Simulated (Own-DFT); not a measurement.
# Stretching a layer in its plane: diamond-structure GeSn with randomly placed atoms, 64 atoms (Ge60Sn4)

Everything here is calculated. The program is Own-DFT (plane waves, in-house, since retired, never reviewed by a person); positions were held fixed, and spin and spin-orbit coupling were off.

Common settings: PBE; PseudoDojo norm-conserving scalar-relativistic files; cutoff 49 hartree; 3 x 3 x 3 k mesh centred on Gamma; Fermi-Dirac smearing of 0.1 eV.

Limits: forces on such cells moved up to 12 meV/angstrom on a denser k mesh; stress not checked against mesh or cutoff.

Unstrained cell vectors in Å: (11.420, 0.000, 0.000); (0.000, 11.420, 0.000); (0.000, 0.000, 11.420). The unstrained cell has measured lattice constants (interpolated for alloys), not those of this functional. That, the random moves and any unrelaxed bonds set the pressure at no strain. Each run strains x and y alike by e, as a substrate would, and holds the height along z. Each coordinate of each atom was shifted by a normal deviate of width 0.05 Å. The random placing of the alloy's atoms differs from row to row. Stress is positive in tension.

```
e (%)  u (Å)  (s_xx + s_yy)/2 (GPa)  s_zz (GPa)
-2.50  0.047                  -9.68       -8.01
-1.50  0.047                  -7.59       -6.59
-1.25  0.047                  -7.21       -6.54
-0.25  0.053                  -5.25       -5.12
 0.50  0.049                  -3.88       -4.28
 1.00  0.049                  -3.12       -3.80
 1.25  0.050                  -2.80       -3.50
 1.50  0.048                      ?           ?
 2.00  0.052                  -1.66       -2.68
 2.25  0.053                  -1.44       -2.70
```

## Analysis

With e as a fraction, the in-plane stress is -4.8 + 173 e - 942 e² GPa (errors 1 and 103, scatter 0.06), and s_zz is -4.9 + 114 e - 544 e² GPa (slope ± 2, scatter 0.11). At e = 0 the first slope is C11 + C12 and the second 2 C12, both with the ions held to the strained lattice and at the cell's own pressure. The term in e² is negative: the layer stiffens under compression and softens under tension. A free layer would change its height as e changes, and the in-plane slope would drop by 2 C12²/C11 to the biaxial modulus. At fixed height, a misfit of 1 % moves the in-plane stress by about 1.7 GPa and s_zz by 1.1 GPa.

## Prediction

Question: what are the two stresses at e = 1.50 %?

From the fit: -2.4 and -3.3 GPa. Computed: -2.37 and -3.35 GPa.
